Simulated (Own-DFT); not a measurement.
## Calculated data, Hf36O71 (tetragonal hafnia with one neutral oxygen vacancy, atoms displaced)

A calculation, not a measurement: plane-wave PBE and HSE06 DFT by an unreviewed code, no spin, of a simulated cell at Gamma alone, so results move with cell size and shape, stress positive in tension, energies less offsets, not probed for a lower state with spin; hafnium file: forces about 75 meV/angstrom off all-electron values; oxygen file: force components 24 meV/angstrom off all-electron in a glass; k mesh not checked against a denser one; forces and stress are PBE's, HSE06 gives the energy alone, and its difference from PBE has offsets of its own; offsets are fitted by least squares, one for each functional and potential file, so energies compare only between cells with the same atoms and settings and are not formation energies; the far tail of each file's local potential was reset to the Coulomb form; each entry is a single point on an unrelaxed cell, so the pressure reflects the starting lattice, taken from the Materials Project, from which strain is counted, and rises with the displacements; printed positions are rounded, which can move forces by about a meV/angstrom; the program is a retired in-house code; no spin-orbit coupling. Program: Own-DFT development build.

```xyz
107
Lattice="10.7800 0.0000 0.0000 0.0000 10.7800 0.0000 0.0000 0.0000 10.4493" Properties=species:S:1:pos:R:3:force_x:R:1:force_y:R:1:force_z:R:1 formula=Hf36O71 first_functional=PBE second_functional=HSE06 exact_exchange_share=0.25 screening=0.11 exchange_divergence=Gygi-Baldereschi potential_files=PseudoDojo_norm-conserving,scalar-relativistic,made_for_PBE,standard_set wave_cutoff=48 occupations=fixed k_mesh=1_x_1_x_1_centred_on_Gamma PBE_energy_of_cell_above_offsets=-97.002 HSE06_less_PBE_above_offsets=0.054 PBE_pressure=2.13 PBE_stress_xx=-2.57 PBE_stress_yy=-1.35 PBE_stress_zz=-2.47 PBE_stress_yz=0.4 PBE_stress_xz=-0.04 PBE_stress_xy=-0.02
Hf     0.0298     0.0305     0.0678     -0.088     -1.242     -0.625
Hf     1.8747     1.8657     2.5472     -1.038     -2.286      0.215
O     10.7098     1.8097     1.6088      2.923       0.34     -0.894
O     10.7786     1.7066     4.2723      0.167      2.464     -1.218
O      1.8458     0.0787     1.0426      -0.85     -0.167      0.375
Hf    10.7239    10.7467     5.1780      1.728      -1.27      0.361
Hf     1.7658     1.8074     7.7675       0.92     -0.829      1.629
O      0.0058     1.7188     6.7622     -0.037      1.128      0.868
O      1.8201    10.7406     8.9059     -0.582      1.686     -0.641
O     10.7451     1.7425     9.4365      0.176      1.182     -0.349
O      1.8011    10.6676     6.2014     -0.519      1.613     -0.153
Hf    10.7790     3.6383     0.0293      0.705     -0.452     -0.325
Hf     1.8820     5.3231     2.6458     -1.664      1.765      0.438
O      0.0726     5.3079     1.5548     -0.508      0.652      0.643
O      1.7655     3.5735     3.6108      0.348     -0.341      0.823
O     10.7635     5.3299     4.2093     -0.166      0.266      0.135
O      1.7826     3.6046     1.0560      0.548     -0.653      -0.18
Hf     0.0225     3.5780     5.2574     -0.987      0.348     -1.366
Hf     1.7712     5.4153     7.8463        1.3      1.113      -0.69
O     10.7409     5.4488     6.7933      0.759     -0.235      0.713
O      1.8200     3.6378     8.8803     -0.665     -1.089     -0.726
O     10.7377     5.3900     9.4969       0.16     -0.233     -1.055
O      1.7435     3.6841     6.2206        0.9     -0.987      0.769
Hf     0.0757     7.1835     0.0343      0.224      1.043     -0.883
Hf     1.8056     9.0143     2.5815      0.758     -0.077      0.777
O     10.7533     8.9933     1.5553      1.014     -0.161      0.581
O      1.7203     7.1744     3.6818      0.656     -0.336     -1.285
O     10.7555     8.9039     4.2725     -0.088      1.296     -1.352
O      1.8535     7.2646     0.9310     -0.088      -0.05      1.707
Hf    10.7085     7.1927     5.2511      2.502     -0.896     -0.002
Hf     1.8140     9.0313     7.9266      0.231     -0.834     -1.709
O      0.0492     8.9748     6.7871      -0.94     -0.596        0.7
O      1.8062     7.2232     9.0010     -0.153       -0.8     -1.702
O     10.7049     9.0095     9.3719      0.275     -0.355      0.793
O      1.8696     7.1660     6.2616     -0.943     -0.337       0.02
Hf     3.6665     0.0447     0.0161     -0.851     -0.796     -0.583
Hf     5.3788     1.7517     2.6728        1.7      0.646     -0.998
O      3.6282     1.7699     1.6408     -0.138      0.597     -0.117
O      5.3042     0.0360     3.6205      0.755     -1.269      0.457
O      3.5438     1.7279     4.2931      -0.83      3.263     -2.537
O      5.3646    10.7751     0.9829      2.039     -0.584      0.761
Hf     3.5816     0.1150     5.2274      0.331     -4.998      1.578
Hf     5.3432     1.8575     7.7936      1.985     -0.021       1.88
O      3.6940     1.7405     6.8153     -3.867      0.403     -0.853
O      5.3895     0.0786     8.8206      0.118     -1.577     -0.047
O      3.5983     1.7138     9.4506     -0.276      2.766     -0.314
O      5.4221     0.0084     6.2571      0.624     -0.146     -0.764
Hf     3.6299     3.7145     0.0617     -1.026     -1.646     -1.734
Hf     5.4227     5.4464     2.6137     -0.448     -0.962      0.503
O      3.5386     5.3836     1.5389      1.235      0.349       0.31
O      5.4011     3.5544     3.5660     -0.773      1.158      0.262
O      3.6004     5.3177     4.2195     -0.132      0.854     -1.172
O      5.3176     3.6777     1.0034      1.996      0.319      0.422
Hf     3.5440     3.5564     5.1671      1.659       1.41      1.548
Hf     5.4050     5.4472     7.8458     -1.236     -1.236     -0.449
O      3.5896     5.3746     6.7749     -0.005      0.047      0.981
O      5.4768     3.6126     8.8562     -0.505      0.394      0.155
O      3.6035     5.3577     9.3879     -0.018      0.968      0.101
O      5.3399     3.6232     6.2313      0.066     -0.272     -0.713
Hf     3.6392     7.2083    10.4001      0.005      0.524     -0.149
Hf     5.4560     8.9953     2.5725     -0.931      0.103       0.31
O      3.6275     9.0455     1.6039     -0.217     -0.623      0.142
O      5.3719     7.1863     3.6390     -0.597     -0.066      -0.64
O      3.5309     9.0308     4.1727     -0.257     -0.017     -0.306
O      5.4437     7.2126     0.9893      -0.36     -0.453      0.788
Hf     3.6327     7.2351     5.1573     -1.134      0.388      1.015
Hf     5.4209     9.0193     7.7794     -1.921      0.655      0.651
O      3.5711     9.0629     6.7101      1.032     -0.828      1.696
O      5.3794     7.1541     8.9258       0.22      0.946     -0.894
O      3.5912     9.0311     9.4427      0.362     -0.717     -0.392
O      5.4280     7.2214     6.2124     -0.077      0.017      0.553
Hf     7.2177    10.7184    10.3972      0.092      2.248      0.492
Hf     9.0938     1.8323     2.5982     -3.377     -0.924      1.094
O      7.1117     1.7708     1.5992      1.184      0.553      -0.15
O      9.0343     0.0271     3.6224     -0.662     -0.874      0.374
O      7.1625     1.8765     4.1519      0.266     -1.596      1.412
O      9.0506    10.7620     1.0902     -1.188      0.277     -0.799
Hf     7.2310     0.0034     5.2363      -0.59      0.591     -0.387
Hf     9.0035     1.8614     7.8678     -1.213      -2.29      0.135
O      7.1317     1.8626     6.8277      2.072     -0.059     -0.679
O      8.9381    10.7293     8.8407       0.02      1.462     -0.132
O      7.1512     1.7637     9.3894      1.109      0.789      1.024
O      9.0678    10.7655     6.2476     -2.442     -0.156      0.278
Hf     7.1906     3.6221     0.0664     -1.271     -2.071     -1.106
Hf     8.9661     5.3212     2.5483      1.696      0.764      1.572
O      7.2208     5.4283     1.5779     -0.528     -0.051     -0.166
O      8.9197     3.6275     3.6165      0.526     -0.721      0.053
O      7.2010     5.3945     4.1999     -0.294      0.334     -0.056
O      9.0176     3.6200     1.0717     -0.699      0.081     -0.448
Hf     7.2464     3.6116     5.2732     -2.345      -0.37     -0.978
Hf     9.0240     5.3789     7.8422     -1.019     -0.041      0.006
O      7.1428     5.3492     6.8314      1.041        0.5      0.093
O      8.9924     3.5728     8.8262       0.34       0.55      0.705
O      7.2281     5.3420     9.4821      0.097      0.525     -0.035
O      8.9711     3.7402     6.1939       1.45     -0.969       1.01
Hf     7.2878     7.1305     0.0525     -0.677      0.973     -1.365
Hf     8.9871     8.9346     2.6140      0.579      0.993      0.004
O      7.2537     8.8867     1.5549     -0.509      0.528      0.073
O      8.9623     7.1955     3.6493      0.155     -0.931     -0.051
O      7.1155     8.9078     4.1463      0.482      1.499      0.799
O      9.0626     7.2288     0.9780     -0.319     -0.638      0.976
Hf     7.2711     7.1741     5.2958     -1.743     -0.367     -1.524
Hf     8.9880     8.9872     7.8239      1.229     -0.093      0.774
O      7.1619     9.0403     6.8404      1.285     -0.207     -0.941
O      8.9874     7.0841     8.8490      -0.47      1.678      0.095
O      7.2032     9.0435     9.4124     -0.189     -2.472       -0.3
O      8.9479     7.1811     6.3015      0.413      0.219      0.307
```

Units: screening in 1/bohr; wave_cutoff in hartree; PBE_energy_of_cell_above_offsets, HSE06_less_PBE_above_offsets in eV; PBE_pressure, PBE_stress_xx, PBE_stress_yy, PBE_stress_zz, PBE_stress_yz, PBE_stress_xz, PBE_stress_xy in GPa; force_x, force_y, force_z in eV/Å.
